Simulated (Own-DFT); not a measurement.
Simulation results for SiC (4H silicon carbide, atoms displaced)

Computed with Own-DFT development build. A calculation, not a measurement: plane-wave PBE density functional theory by an unreviewed code, no spin, of a simulated periodic cell, stress positive in tension, free energy of the whole cell less one offset for each atom, forces on such cells passed a denser k mesh, this cell's mesh not checked; offsets are fitted by least squares, one for each functional and potential file, so energies compare only between cells with the same atoms and settings and are not formation energies; the far tail of each file's local potential was reset to the Coulomb form; each entry is a single point on an unrelaxed cell, so the pressure reflects the starting lattice, mostly measured values (interpolated for alloys), from which strain is counted, and rises with the displacements; printed positions are rounded, which can move forces by about a meV/angstrom; the program, named Own-DFT, is a retired in-house code; no spin-orbit coupling.

```cif
# cell vector a (Å): 12.3308 0.0000 0.0000
# cell vector b (Å): -6.1654 10.6788 0.0000
# cell vector c (Å): 0.0000 0.0000 10.0681
data_SiC
_symmetry_space_group_name_H-M 'P 1'
_symmetry_Int_Tables_number 1
_cell_length_a 12.3308
_cell_length_b 12.3308
_cell_length_c 10.0681
_cell_angle_alpha 90.000
_cell_angle_beta 90.000
_cell_angle_gamma 120.000
_cell_volume 1325.75
loop_
_atom_site_label
_atom_site_type_symbol
_atom_site_fract_x
_atom_site_fract_y
_atom_site_fract_z
_atom_site_occupancy
Si1 Si 0.99608 0.99819 0.40641 1
Si2 Si 0.08646 0.16525 0.15927 1
C1 C 0.00104 0.00106 0.09207 1
C2 C 0.08336 0.16476 0.34407 1
Si3 Si 0.99687 0.24360 0.40897 1
Si4 Si 0.08156 0.41679 0.15822 1
C3 C 0.99924 0.24767 0.08709 1
C4 C 0.08230 0.41461 0.34392 1
Si5 Si 0.00108 0.50774 0.41037 1
Si6 Si 0.08568 0.66973 0.15974 1
C5 C 0.00256 0.50504 0.09054 1
C6 C 0.08514 0.66809 0.34232 1
Si7 Si 0.99929 0.74853 0.41022 1
Si8 Si 0.08006 0.91356 0.15554 1
C7 C 0.00050 0.75110 0.09870 1
C8 C 0.08626 0.91549 0.34042 1
Si9 Si 0.25029 0.00268 0.40567 1
Si10 Si 0.33178 0.16446 0.16070 1
C9 C 0.25006 0.00420 0.09334 1
C10 C 0.33218 0.16516 0.35022 1
Si11 Si 0.24840 0.24888 0.40732 1
Si12 Si 0.33093 0.41644 0.15452 1
C11 C 0.25308 0.24919 0.09380 1
C12 C 0.32839 0.41298 0.34357 1
Si13 Si 0.25637 0.50457 0.40453 1
Si14 Si 0.32990 0.66088 0.15385 1
C13 C 0.24518 0.50066 0.09290 1
C14 C 0.33511 0.66473 0.34474 1
Si15 Si 0.25009 0.75071 0.40064 1
Si16 Si 0.33559 0.91652 0.15721 1
C15 C 0.25170 0.75041 0.10192 1
C16 C 0.32924 0.91168 0.34503 1
Si17 Si 0.50055 0.99936 0.39692 1
Si18 Si 0.58365 0.16838 0.15500 1
C17 C 0.50006 0.00163 0.09711 1
C18 C 0.58639 0.16618 0.33475 1
Si19 Si 0.49781 0.24991 0.40740 1
Si20 Si 0.58019 0.41443 0.15541 1
C19 C 0.49891 0.24868 0.08993 1
C20 C 0.58390 0.41796 0.33838 1
Si21 Si 0.50158 0.49631 0.40550 1
Si22 Si 0.58171 0.66628 0.15685 1
C21 C 0.50417 0.50287 0.09596 1
C22 C 0.58274 0.66305 0.34273 1
Si23 Si 0.49947 0.74750 0.40992 1
Si24 Si 0.59218 0.91871 0.15540 1
C23 C 0.49871 0.74421 0.09598 1
C24 C 0.58248 0.91580 0.34479 1
Si25 Si 0.74982 0.00024 0.40476 1
Si26 Si 0.83482 0.16948 0.15630 1
C25 C 0.74985 0.00164 0.09119 1
C26 C 0.82981 0.16274 0.34580 1
Si27 Si 0.75014 0.25020 0.40704 1
Si28 Si 0.83406 0.41997 0.16014 1
C27 C 0.75376 0.25405 0.09637 1
C28 C 0.83523 0.41846 0.34554 1
Si29 Si 0.74683 0.50068 0.40087 1
Si30 Si 0.83381 0.66515 0.15681 1
C29 C 0.74950 0.49915 0.09540 1
C30 C 0.83189 0.66244 0.34162 1
Si31 Si 0.75449 0.75350 0.40376 1
Si32 Si 0.83452 0.91408 0.15650 1
C31 C 0.74999 0.75114 0.09588 1
C32 C 0.82983 0.91237 0.34274 1
Si33 Si 0.99971 0.99874 0.90617 1
Si34 Si 0.91784 0.83317 0.65374 1
C33 C 0.00059 0.99835 0.59678 1
C34 C 0.91730 0.83638 0.84153 1
Si35 Si 0.00186 0.75550 0.90577 1
Si36 Si 0.91569 0.58594 0.65132 1
C35 C 0.00177 0.74739 0.59409 1
C36 C 0.91791 0.58188 0.84714 1
Si37 Si 0.99656 0.49705 0.90344 1
Si38 Si 0.91762 0.33149 0.65150 1
C37 C 0.99869 0.50334 0.59710 1
C38 C 0.91538 0.33061 0.84032 1
Si39 Si 0.00093 0.24992 0.90657 1
Si40 Si 0.91960 0.08772 0.65574 1
C39 C 0.00051 0.25040 0.59085 1
C40 C 0.91958 0.08483 0.84558 1
Si41 Si 0.75011 0.00039 0.90514 1
Si42 Si 0.66078 0.82663 0.65111 1
C41 C 0.74723 0.99794 0.59394 1
C42 C 0.66614 0.83474 0.83876 1
Si43 Si 0.75432 0.75639 0.90684 1
Si44 Si 0.66569 0.58228 0.65725 1
C43 C 0.75073 0.75015 0.59642 1
C44 C 0.66066 0.58015 0.84618 1
Si45 Si 0.75216 0.49606 0.90833 1
Si46 Si 0.67371 0.34014 0.65638 1
C45 C 0.75177 0.50243 0.58960 1
C46 C 0.67104 0.33555 0.84945 1
Si47 Si 0.75125 0.25166 0.90643 1
Si48 Si 0.66858 0.08082 0.65391 1
C47 C 0.74920 0.24795 0.59161 1
C48 C 0.66572 0.07914 0.84416 1
Si49 Si 0.49478 0.99592 0.90688 1
Si50 Si 0.41727 0.83272 0.65678 1
C49 C 0.50098 0.99908 0.59325 1
C50 C 0.41329 0.83020 0.84753 1
Si51 Si 0.50147 0.74934 0.90774 1
Si52 Si 0.41978 0.58453 0.65206 1
C51 C 0.50372 0.74807 0.59452 1
C52 C 0.41728 0.57949 0.84184 1
Si53 Si 0.50589 0.50481 0.90234 1
Si54 Si 0.41717 0.33226 0.65356 1
C53 C 0.49676 0.50222 0.59756 1
C54 C 0.41873 0.33225 0.84385 1
Si55 Si 0.49900 0.25059 0.90794 1
Si56 Si 0.41823 0.08042 0.65599 1
C55 C 0.49944 0.24950 0.59725 1
C56 C 0.41766 0.08109 0.84175 1
Si57 Si 0.24772 0.99967 0.90605 1
Si58 Si 0.15870 0.82801 0.65713 1
C57 C 0.25385 0.00522 0.59105 1
C58 C 0.16459 0.83678 0.84397 1
Si59 Si 0.24222 0.74163 0.90822 1
Si60 Si 0.16955 0.58598 0.65833 1
C59 C 0.25531 0.75245 0.59153 1
C60 C 0.16915 0.58900 0.84529 1
Si61 Si 0.25334 0.50077 0.90226 1
Si62 Si 0.16843 0.33800 0.65172 1
C61 C 0.25496 0.49975 0.59670 1
C62 C 0.16509 0.33475 0.84559 1
Si63 Si 0.25125 0.24622 0.90580 1
Si64 Si 0.15811 0.08041 0.65141 1
C63 C 0.24894 0.25136 0.59444 1
C64 C 0.16337 0.08110 0.84665 1
_calc_functional 'PBE'
_calc_potential_files 'PseudoDojo norm-conserving, scalar-relativistic, standard set'
_calc_wave_cutoff 42  # hartree
_calc_occupations 'Fermi-Dirac'
_calc_smearing_width 0.1  # eV
_calc_hardware 'one NVIDIA H200'
_calc_k_mesh '3 x 3 x 3 centred on Gamma'
_calc_free_energy_of_cell_above_offsets '-18.743'  # eV
_calc_pressure 3.8  # GPa
_calc_stress_xx -3.07  # GPa
_calc_stress_yy -4.25  # GPa
_calc_stress_zz -4.07  # GPa
_calc_stress_yz 0  # GPa
_calc_stress_xz -0.1  # GPa
_calc_stress_xy -0.34  # GPa
_calc_wall_time 541.7  # s
```

Force:
```
element  x (eV/Å)  y (eV/Å)  z (eV/Å)
     Si     1.168    -0.232    -0.327
     Si    -0.816     0.441    -1.245
      C    -0.087    -0.635     0.595
      C     -0.36    -0.379     0.465
     Si    -0.186     1.411     -1.44
     Si    -0.344    -0.368    -0.659
      C     0.272     0.468     2.195
      C    -0.188     0.416     0.966
     Si     1.076    -1.761     -0.66
     Si    -0.154    -0.518    -0.965
      C    -0.247    -0.724     0.724
      C    -0.564     0.101     0.996
     Si     0.262     0.343    -1.654
     Si     0.535     1.154    -0.044
      C     -0.02    -0.397    -1.256
      C    -1.409    -0.014      1.29
     Si     0.548    -1.346     0.404
     Si     0.416     0.683    -0.501
      C      0.46    -1.544     0.225
      C    -0.031     0.769    -1.173
     Si    -0.058      0.18     0.241
     Si     0.521     0.286    -0.055
      C    -0.608     0.133      0.23
      C     1.217     0.468    -0.067
     Si    -1.269    -1.697     0.627
     Si     0.497     1.266     0.853
      C     1.137     -0.83    -0.533
      C    -0.467     0.846     -0.39
     Si     0.697    -0.723     1.253
     Si    -0.797      0.41    -0.014
      C     -0.33    -0.185    -1.508
      C     0.259     1.839    -0.549
     Si    -0.471    -0.027     1.431
     Si      0.44     0.069    -1.097
      C     0.861    -0.441    -0.634
      C    -1.101     0.419     2.232
     Si     1.265     -0.09    -0.069
     Si     0.395     0.312    -0.853
      C    -0.212     0.071     1.337
      C    -0.061    -1.158     1.245
     Si    -1.418     0.602     0.094
     Si     0.794    -0.249     0.164
      C    -1.008    -0.747    -0.887
      C     0.107     0.673     0.828
     Si     0.415     0.308    -1.228
     Si    -2.355    -1.086     0.256
      C    -0.538     1.303    -0.547
      C     0.792    -0.485    -0.326
     Si    -0.425    -0.771     0.589
     Si     0.207    -0.384    -0.186
      C     1.424     0.018      0.37
      C     0.613     0.805     -0.42
     Si    -0.075     0.018    -0.616
     Si     0.758    -0.088    -0.726
      C    -0.382    -0.277    -0.486
      C    -0.432     0.031     0.404
     Si     0.953    -0.667     0.585
     Si    -0.419     0.154    -0.516
      C    -0.233     0.076    -0.005
      C     0.096     1.434     0.749
     Si    -0.748    -2.137     0.639
     Si    -0.573     1.017     -0.53
      C     0.387    -0.351    -0.497
      C     0.276     1.478     0.154
     Si    -0.328     0.789     0.084
     Si    -0.483    -0.259     0.642
      C    -1.737    -0.293    -1.548
      C     0.353    -0.639     0.178
     Si    -0.165    -1.397     0.676
     Si     0.291    -1.057     1.865
      C    -1.676      0.52    -0.404
      C    -0.981     1.145    -1.119
     Si     0.995     0.318     0.318
     Si    -0.862     0.587     0.573
      C     1.049    -0.387    -0.426
      C     0.262     0.297     0.107
     Si    -0.179     0.085    -0.715
     Si    -0.526    -1.417     0.696
      C     0.382     0.141     0.422
      C    -0.385    -0.345    -0.525
     Si     0.254     0.014    -0.424
     Si     1.646     2.045     1.212
      C     1.383    -0.109    -0.612
      C     0.352    -0.314     0.854
     Si    -0.853    -1.435    -0.299
     Si    -0.147     0.148     0.148
      C     0.389    -0.256    -1.063
      C     3.232     1.765    -0.696
     Si    -1.047     1.454     0.202
     Si    -0.607    -1.526     0.352
      C    -0.614     0.061     0.049
      C    -0.754    -0.774    -1.213
     Si     0.406    -1.094      0.19
     Si    -1.162     0.264     0.719
      C     0.086     0.469     0.366
      C    -0.729     0.947     0.021
     Si     0.963     0.441     0.237
     Si     0.227     0.315     0.285
      C     0.284    -0.015    -0.865
      C    -0.007    -0.407     -0.25
     Si    -0.329    -0.343    -0.253
     Si     -0.85    -0.164     1.543
      C    -2.013    -0.169    -0.518
      C    -0.239     1.203    -0.016
     Si    -1.726    -2.104     1.548
     Si    -0.588     0.115     0.991
      C     2.193    -1.182    -1.552
      C     -0.56     0.389    -0.181
     Si     0.739     -0.56     -1.06
     Si    -0.423     0.424    -0.012
      C     1.028     0.469    -0.817
      C    -0.824     0.416      0.63
     Si     0.679     0.742    -0.085
     Si     2.736     2.174    -0.229
      C    -1.073    -1.464     0.611
      C     0.746    -1.093     0.196
     Si      0.39     3.189     0.823
     Si     0.048     0.035    -0.521
      C    -1.286    -0.668    -0.006
      C    -0.011    -2.883    -0.686
     Si    -0.812    -0.069     0.615
     Si     0.393    -1.014     1.352
      C    -1.394     1.033    -1.057
      C     0.922    -0.322    -0.729
     Si    -0.706     0.935    -0.194
     Si     2.985     1.415     1.431
      C    -0.115    -0.459    -0.217
      C     0.314     0.181    -1.124
```
